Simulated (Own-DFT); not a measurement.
## Calculated data, SiC (4H silicon carbide, strained, atoms displaced), GaP (zincblende, strained, atoms displaced), SiC (2H silicon carbide, atoms displaced)

Computed with Own-DFT development build. A calculation, not a measurement: plane-wave PBE density functional theory by an unreviewed code, no spin, of a simulated periodic cell, stress positive in tension, free energy of the whole cell less one offset for each atom, forces on such cells passed a denser k mesh, this cell's mesh not checked; offsets are fitted by least squares, one for each functional and potential file, so energies compare only between cells with the same atoms and settings and are not formation energies; the far tail of each file's local potential was reset to the Coulomb form; each entry is a single point on an unrelaxed cell, so the pressure reflects the starting lattice, mostly measured values (interpolated for alloys), from which strain is counted, and rises with the displacements; printed positions are rounded, which can move forces by about a meV/angstrom; the program, named Own-DFT, is a retired in-house code; no spin-orbit coupling.

Common to all runs: functional PBE; potential files PseudoDojo norm-conserving, scalar-relativistic, standard set; wave cutoff 42 hartree; occupations Fermi-Dirac; smearing width 0.1 eV; hardware one NVIDIA H100.

(1) 
```cif
# cell vector a (Å): 9.4327 0.1682 -0.0709
# cell vector b (Å): -4.5707 7.7651 0.1144
# cell vector c (Å): -0.0771 0.0992 10.0218
data_SiC
_symmetry_space_group_name_H-M 'P 1'
_symmetry_Int_Tables_number 1
_cell_length_a 9.4345
_cell_length_b 9.0112
_cell_length_c 10.0226
_cell_angle_alpha 88.560
_cell_angle_beta 90.861
_cell_angle_gamma 119.463
_cell_volume 741.64
loop_
_atom_site_label
_atom_site_type_symbol
_atom_site_fract_x
_atom_site_fract_y
_atom_site_fract_z
_atom_site_occupancy
Si1 Si 0.99656 0.99559 0.40381 1
Si2 Si 0.12825 0.23764 0.15730 1
C1 C 0.99677 0.99418 0.08975 1
C2 C 0.11589 0.22880 0.33198 1
Si3 Si 0.99135 0.32135 0.40665 1
Si4 Si 0.11684 0.56403 0.15521 1
C3 C 0.01607 0.33235 0.09273 1
C4 C 0.10977 0.55134 0.34319 1
Si5 Si 0.99111 0.65970 0.40347 1
Si6 Si 0.11192 0.88875 0.15677 1
C5 C 0.00082 0.66988 0.08974 1
C6 C 0.11899 0.88799 0.34347 1
Si7 Si 0.32250 0.99999 0.40332 1
Si8 Si 0.45481 0.22708 0.15343 1
C7 C 0.33132 0.99807 0.09419 1
C8 C 0.44316 0.22539 0.33559 1
Si9 Si 0.33116 0.33620 0.40396 1
Si10 Si 0.44111 0.55066 0.15801 1
C9 C 0.33800 0.33444 0.09249 1
C10 C 0.44033 0.55276 0.34152 1
Si11 Si 0.33674 0.66127 0.41174 1
Si12 Si 0.45320 0.89955 0.15303 1
C11 C 0.33609 0.66536 0.09177 1
C12 C 0.44035 0.88808 0.35519 1
Si13 Si 0.65969 0.00311 0.41082 1
Si14 Si 0.78276 0.22533 0.14917 1
C13 C 0.66608 0.01784 0.09487 1
C14 C 0.77806 0.22030 0.34670 1
Si15 Si 0.66642 0.33760 0.40528 1
Si16 Si 0.78202 0.56386 0.15566 1
C15 C 0.65622 0.32001 0.08856 1
C16 C 0.77358 0.54981 0.34265 1
Si17 Si 0.66574 0.66361 0.40158 1
Si18 Si 0.77440 0.88953 0.15695 1
C17 C 0.67430 0.66452 0.09773 1
C18 C 0.77637 0.88488 0.34899 1
Si19 Si 0.00233 0.99752 0.91177 1
Si20 Si 0.89614 0.78043 0.65357 1
C19 C 0.00139 0.99976 0.59379 1
C20 C 0.88187 0.78654 0.83803 1
Si21 Si 0.99523 0.66803 0.91041 1
Si22 Si 0.89107 0.44256 0.65662 1
C21 C 0.00339 0.66112 0.59032 1
C22 C 0.89111 0.43328 0.84645 1
Si23 Si 0.00142 0.34350 0.90753 1
Si24 Si 0.88999 0.10809 0.65883 1
C23 C 0.99518 0.32863 0.59072 1
C24 C 0.89598 0.11504 0.84684 1
Si25 Si 0.67257 0.99827 0.91222 1
Si26 Si 0.54451 0.77563 0.65924 1
C25 C 0.67393 0.00162 0.59342 1
C26 C 0.55742 0.77510 0.84260 1
Si27 Si 0.66647 0.66891 0.90693 1
Si28 Si 0.55328 0.44796 0.65781 1
C27 C 0.68255 0.67176 0.58954 1
C28 C 0.56498 0.44616 0.83959 1
Si29 Si 0.68052 0.34034 0.90868 1
Si30 Si 0.55156 0.10569 0.66452 1
C29 C 0.67506 0.34015 0.59419 1
C30 C 0.56157 0.10789 0.83372 1
Si31 Si 0.33563 0.99864 0.91310 1
Si32 Si 0.22698 0.77680 0.66117 1
C31 C 0.33781 0.01378 0.60346 1
C32 C 0.21961 0.77261 0.84165 1
Si33 Si 0.33014 0.66336 0.90972 1
Si34 Si 0.21425 0.43878 0.66040 1
C33 C 0.33334 0.66710 0.59069 1
C34 C 0.22148 0.44395 0.84573 1
Si35 Si 0.33349 0.32643 0.90176 1
Si36 Si 0.21993 0.10726 0.65671 1
C35 C 0.33308 0.34233 0.59097 1
C36 C 0.22134 0.11557 0.83760 1
_calc_k_mesh '4 x 4 x 3 centred on Gamma'
_calc_free_energy_of_cell_above_offsets '-5.122'  # eV
_calc_pressure 6.32  # GPa
_calc_stress_xx 3.59  # GPa
_calc_stress_yy -11.75  # GPa
_calc_stress_zz -10.8  # GPa
_calc_stress_yz 3.15  # GPa
_calc_stress_xz -3.19  # GPa
_calc_stress_xy 7.98  # GPa
_calc_wall_time 341.1  # s
```

Force:
```tsv
element	x (eV/Å)	y (eV/Å)	z (eV/Å)
Si	0.491	0.798	-0.187
Si	0.329	-2.95	-1.88
C	0.088	1.15	2.27
C	-0.124	-1.208	3.692
Si	0.604	1.436	-0.966
Si	0.642	-1.316	0.461
C	-3.716	1.68	-0.485
C	-0.131	0.422	0.33
Si	1.756	0.103	0.32
Si	-0.146	0.655	-0.191
C	0.007	-0.66	1.402
C	-2.809	-0.804	-0.233
Si	2.765	0.903	1.718
Si	-2.022	-1.127	0.076
C	-0.127	0.463	0.466
C	0.437	0.19	1.751
Si	0.323	-1.173	0.189
Si	0.938	0.993	-0.699
C	0.575	-0.268	-0.868
C	1.038	1.304	0.332
Si	-1.866	0.375	-1.685
Si	-0.69	-1.66	1.793
C	-0.252	1.246	0.874
C	0.303	0.566	-1.875
Si	1.034	-1.174	-0.205
Si	0.956	2.257	2.447
C	1.857	-3.906	-0.627
C	-0.709	0.772	-1.467
Si	0.301	-2.427	0.98
Si	1.581	-2.293	0.305
C	2.018	3.12	0.662
C	0.372	2.037	-1.014
Si	-0.399	-0.441	1.297
Si	0.726	0.764	0.422
C	-3.315	0.974	-1.232
C	-0.569	1.422	-1.47
Si	-0.436	1.363	-1.955
Si	-0.38	-1.222	-0.152
C	0.55	0.904	-0.862
C	1.801	-1.685	1.197
Si	0.34	0.081	-2.607
Si	-0.627	-0.616	-0.362
C	-0.1	1.446	0.899
C	-3.034	3.262	-0.674
Si	4.031	-2.748	0.759
Si	-0.438	-0.391	0.206
C	0.898	0.355	0.828
C	-0.667	-0.357	0.432
Si	-0.354	0.755	-2.235
Si	2.815	0.431	-1.379
C	-1.5	-0.415	1.069
C	-1.61	0.071	1.508
Si	0.742	-0.67	-0.402
Si	1.483	0.134	-1.6
C	-2.482	-0.692	0.316
C	-1.117	-0.368	1.684
Si	-1.406	-1.996	-2.055
Si	0.981	1.584	-4.463
C	-1.236	-1.122	0.162
C	-0.669	0.217	5.772
Si	0.041	0.417	-2.796
Si	-1.165	0.487	-2.041
C	0.747	-2.28	-2.113
C	-0.7	0.35	1.967
Si	0.906	0.381	-1.136
Si	0.138	0.513	-0.988
C	-0.124	-0.455	1.921
C	0.01	-0.249	-0.056
Si	0.134	1.936	0.566
Si	-0.884	1.513	-0.638
C	0.422	-1.114	0.47
C	0.625	-2.043	2.056
```

(2) 
```cif
# cell vector a (Å): 10.8620 0.0000 0.0000
# cell vector b (Å): 0.0000 10.8620 0.0000
# cell vector c (Å): 0.0000 0.0000 10.9439
data_GaP
_symmetry_space_group_name_H-M 'P 1'
_symmetry_Int_Tables_number 1
_cell_length_a 10.8620
_cell_length_b 10.8620
_cell_length_c 10.9439
_cell_angle_alpha 90.000
_cell_angle_beta 90.000
_cell_angle_gamma 90.000
_cell_volume 1291.19
loop_
_atom_site_label
_atom_site_type_symbol
_atom_site_fract_x
_atom_site_fract_y
_atom_site_fract_z
_atom_site_occupancy
Ga1 Ga 0.00112 0.99437 0.99613 1
Ga2 Ga 0.99714 0.25099 0.24292 1
Ga3 Ga 0.26223 0.00965 0.25612 1
Ga4 Ga 0.25372 0.24970 0.00829 1
P1 P 0.13539 0.12375 0.13123 1
P2 P 0.11737 0.37391 0.37071 1
P3 P 0.38148 0.11838 0.36441 1
P4 P 0.36828 0.37088 0.12788 1
Ga5 Ga 0.00620 0.98775 0.50356 1
Ga6 Ga 0.99357 0.25782 0.75596 1
Ga7 Ga 0.24138 0.01313 0.74741 1
Ga8 Ga 0.26361 0.23512 0.49242 1
P5 P 0.13675 0.13189 0.63516 1
P6 P 0.11809 0.36987 0.89149 1
P7 P 0.37323 0.11991 0.86224 1
P8 P 0.37234 0.37991 0.63341 1
Ga9 Ga 0.99785 0.49509 0.99362 1
Ga10 Ga 0.01363 0.73935 0.25421 1
Ga11 Ga 0.26676 0.50298 0.25283 1
Ga12 Ga 0.24723 0.74908 0.99910 1
P9 P 0.11213 0.62293 0.13619 1
P10 P 0.12706 0.88289 0.37095 1
P11 P 0.38002 0.62472 0.38608 1
P12 P 0.36584 0.87572 0.12096 1
Ga13 Ga 0.00422 0.51050 0.50319 1
Ga14 Ga 0.01384 0.73012 0.76164 1
Ga15 Ga 0.24389 0.49739 0.76254 1
Ga16 Ga 0.25468 0.74447 0.49356 1
P13 P 0.13701 0.62090 0.62141 1
P14 P 0.11173 0.87112 0.87918 1
P15 P 0.37872 0.63573 0.87025 1
P16 P 0.36957 0.87812 0.61890 1
Ga17 Ga 0.51268 0.99588 0.98771 1
Ga18 Ga 0.49467 0.25912 0.25032 1
Ga19 Ga 0.75959 0.00344 0.24808 1
Ga20 Ga 0.74641 0.25639 0.00190 1
P17 P 0.63275 0.12685 0.12518 1
P18 P 0.60929 0.37917 0.38742 1
P19 P 0.88636 0.12593 0.36874 1
P20 P 0.87323 0.36662 0.12612 1
Ga21 Ga 0.49811 0.99576 0.49994 1
Ga22 Ga 0.49157 0.23898 0.75407 1
Ga23 Ga 0.74678 0.00304 0.75556 1
Ga24 Ga 0.75495 0.25505 0.49499 1
P21 P 0.62942 0.12349 0.62815 1
P22 P 0.62703 0.37223 0.87186 1
P23 P 0.87082 0.12870 0.87843 1
P24 P 0.87057 0.38502 0.63254 1
Ga25 Ga 0.47804 0.49013 0.00102 1
Ga26 Ga 0.49645 0.75470 0.25428 1
Ga27 Ga 0.74774 0.49505 0.24075 1
Ga28 Ga 0.75197 0.74889 0.99466 1
P25 P 0.62973 0.63080 0.12299 1
P26 P 0.62830 0.86601 0.38258 1
P27 P 0.86727 0.63195 0.37738 1
P28 P 0.87210 0.87164 0.11224 1
Ga29 Ga 0.49367 0.50395 0.49467 1
Ga30 Ga 0.50240 0.75078 0.74780 1
Ga31 Ga 0.75493 0.50044 0.75423 1
Ga32 Ga 0.74061 0.74847 0.49236 1
P29 P 0.63788 0.62410 0.62663 1
P30 P 0.63938 0.86586 0.87704 1
P31 P 0.87041 0.63283 0.87388 1
P32 P 0.87113 0.87548 0.62550 1
_calc_k_mesh '3 x 3 x 3 centred on Gamma'
_calc_free_energy_of_cell_above_offsets '-29.311'  # eV
_calc_pressure 4.32  # GPa
_calc_stress_xx -4.37  # GPa
_calc_stress_yy -4.61  # GPa
_calc_stress_zz -3.99  # GPa
_calc_stress_yz -0.24  # GPa
_calc_stress_xz 0.1  # GPa
_calc_stress_xy 0.75  # GPa
_calc_wall_time 585.6  # s
```

Force:
```tsv
element	x (eV/Å)	y (eV/Å)	z (eV/Å)
Ga	-0.616	1.356	0.949
Ga	1.056	-0.283	0.227
Ga	-1.746	-1.971	-1.589
Ga	-0.43	-1.169	-1.032
P	-1.138	-0.231	-0.708
P	1.296	0.148	0.556
P	1.767	1.219	1.668
P	0.331	0.36	0.178
Ga	-0.456	1.273	0.779
Ga	0.171	-0.565	-0.424
Ga	0.583	-3.154	0.975
Ga	-1.035	1.665	0.7
P	-2.594	1.148	-2.195
P	1.27	-0.187	-1.336
P	-0.069	-0.263	2.859
P	0.183	-0.697	-0.721
Ga	-1.292	1.238	1.555
Ga	-2.566	2.405	1.24
Ga	-2.194	0.094	0.484
Ga	-0.758	-0.144	0.347
P	2.867	-1.956	-2.488
P	0.817	-1.106	-0.075
P	-0.339	0.671	-2.225
P	1.286	0.325	0.293
Ga	-0.86	-0.754	-0.554
Ga	-0.678	1.186	-1.827
Ga	0.344	-0.088	-0.199
Ga	-0.894	1.464	0.512
P	-0.361	0.23	0.84
P	2.197	0.151	-0.983
P	-1.011	-1.259	0.815
P	-0.072	-0.276	1.005
Ga	-0.753	0.244	0.947
Ga	1.317	-0.926	-0.064
Ga	-0.373	-0.874	0.076
Ga	0.074	-0.503	-0.341
P	-1.312	0.002	0.184
P	1.816	-0.823	-1.788
P	-0.479	-0.255	1.194
P	-0.037	1.196	-0.634
Ga	0.984	0.254	0.119
Ga	1.577	1.661	-1.435
Ga	0.828	-0.302	-0.5
Ga	-0.148	-0.421	0.44
P	-0.683	0.331	-0.763
P	-1.274	0.305	0.364
P	0.509	-0.125	0.088
P	1.217	-0.813	-1.352
Ga	2.28	1.253	-0.825
Ga	0.328	-0.059	-0.703
Ga	-0.205	0.436	1.089
Ga	0.101	-0.443	1.341
P	-1.389	-0.866	-0.04
P	-1.261	2.392	-1.944
P	1.048	-1.159	-0.732
P	0.866	0.132	1.797
Ga	0.727	-0.235	3.151
Ga	0.717	0.564	-0.891
Ga	-0.917	0.367	0.463
Ga	1.654	-0.239	1.987
P	-1.68	-0.199	-0.13
P	-1.781	0.889	-1.321
P	0.79	-1.841	0.25
P	0.396	-0.772	0.348
```

(3) 
```cif
# cell vector a (Å): 6.1654 0.0000 0.0000
# cell vector b (Å): -3.0827 5.3394 0.0000
# cell vector c (Å): 0.0000 0.0000 10.0681
data_SiC
_symmetry_space_group_name_H-M 'P 1'
_symmetry_Int_Tables_number 1
_cell_length_a 6.1654
_cell_length_b 6.1654
_cell_length_c 10.0681
_cell_angle_alpha 90.000
_cell_angle_beta 90.000
_cell_angle_gamma 120.000
_cell_volume 331.44
loop_
_atom_site_label
_atom_site_type_symbol
_atom_site_fract_x
_atom_site_fract_y
_atom_site_fract_z
_atom_site_occupancy
Si1 Si 0.97256 0.99020 0.02310 1
Si2 Si 0.14245 0.35266 0.25988 1
C1 C 0.99539 0.01017 0.17349 1
C2 C 0.17712 0.32987 0.43994 1
Si3 Si 0.98642 0.98620 0.49630 1
Si4 Si 0.16183 0.32496 0.73111 1
C3 C 0.99778 0.98786 0.70057 1
C4 C 0.15201 0.32933 0.93959 1
Si5 Si 0.99891 0.50530 0.99639 1
Si6 Si 0.13408 0.83468 0.24890 1
C5 C 0.01103 0.50251 0.19851 1
C6 C 0.18025 0.84453 0.44273 1
Si7 Si 0.04103 0.51392 0.49666 1
Si8 Si 0.15860 0.83779 0.76603 1
C7 C 0.97946 0.50384 0.69402 1
C8 C 0.18825 0.83882 0.93271 1
Si9 Si 0.49483 0.99227 0.98684 1
Si10 Si 0.63739 0.32447 0.25251 1
C9 C 0.50764 0.99273 0.19780 1
C10 C 0.64018 0.33875 0.43284 1
Si11 Si 0.46821 0.96996 0.50052 1
Si12 Si 0.65874 0.32219 0.75506 1
C11 C 0.51928 0.03909 0.68192 1
C12 C 0.66168 0.34435 0.93466 1
Si13 Si 0.46479 0.48549 0.00976 1
Si14 Si 0.66639 0.82197 0.25305 1
C13 C 0.49002 0.49783 0.19052 1
C14 C 0.67476 0.84755 0.43531 1
Si15 Si 0.50364 0.46531 0.51548 1
Si16 Si 0.66767 0.85622 0.74039 1
C15 C 0.50088 0.51708 0.67795 1
C16 C 0.69587 0.83343 0.93847 1
_calc_k_mesh '5 x 5 x 3 centred on Gamma'
_calc_free_energy_of_cell_above_offsets '6.247'  # eV
_calc_pressure 12.29  # GPa
_calc_stress_xx -10.39  # GPa
_calc_stress_yy -6.42  # GPa
_calc_stress_zz -20.05  # GPa
_calc_stress_yz -4.63  # GPa
_calc_stress_xz -3.8  # GPa
_calc_stress_xy -0.01  # GPa
_calc_wall_time 123.8  # s
```

Force:
```tsv
element	x (eV/Å)	y (eV/Å)	z (eV/Å)
Si	2.72	2.168	-13.72
Si	6.893	-3.413	0.121
C	0.271	0.319	14.24
C	-0.297	-0.642	0.606
Si	0.936	1.033	2.105
Si	-1.049	1.643	3.447
C	-0.903	1.474	-3.517
C	0.009	-0.858	-0.583
Si	0.106	-0.436	0.45
Si	4.332	0.499	0.171
C	-7.244	2.796	-3.256
C	-5.116	-2.876	-2.66
Si	-4.819	-1.449	1.85
Si	1.141	-1.017	-4.402
C	3.202	0.46	-1.646
C	-2.91	-1.336	4.166
Si	3.348	1.851	3.277
Si	1.947	-0.52	-0.18
C	-2.634	0.219	-2.159
C	6.551	-2.954	-0.767
Si	5.549	5.791	0.278
Si	-1.143	5.175	0.145
C	-1.006	-6.067	-0.298
C	-0.189	-1.037	1.784
Si	2.189	1.377	-2.28
Si	-1.473	0.846	-0.351
C	-0.889	-0.423	0.355
C	-0.76	-2.036	0.872
Si	-3.812	3.883	-3.755
Si	0.831	-1.822	2.184
C	-0.369	-0.496	5.166
C	-5.413	-2.152	-1.648
```
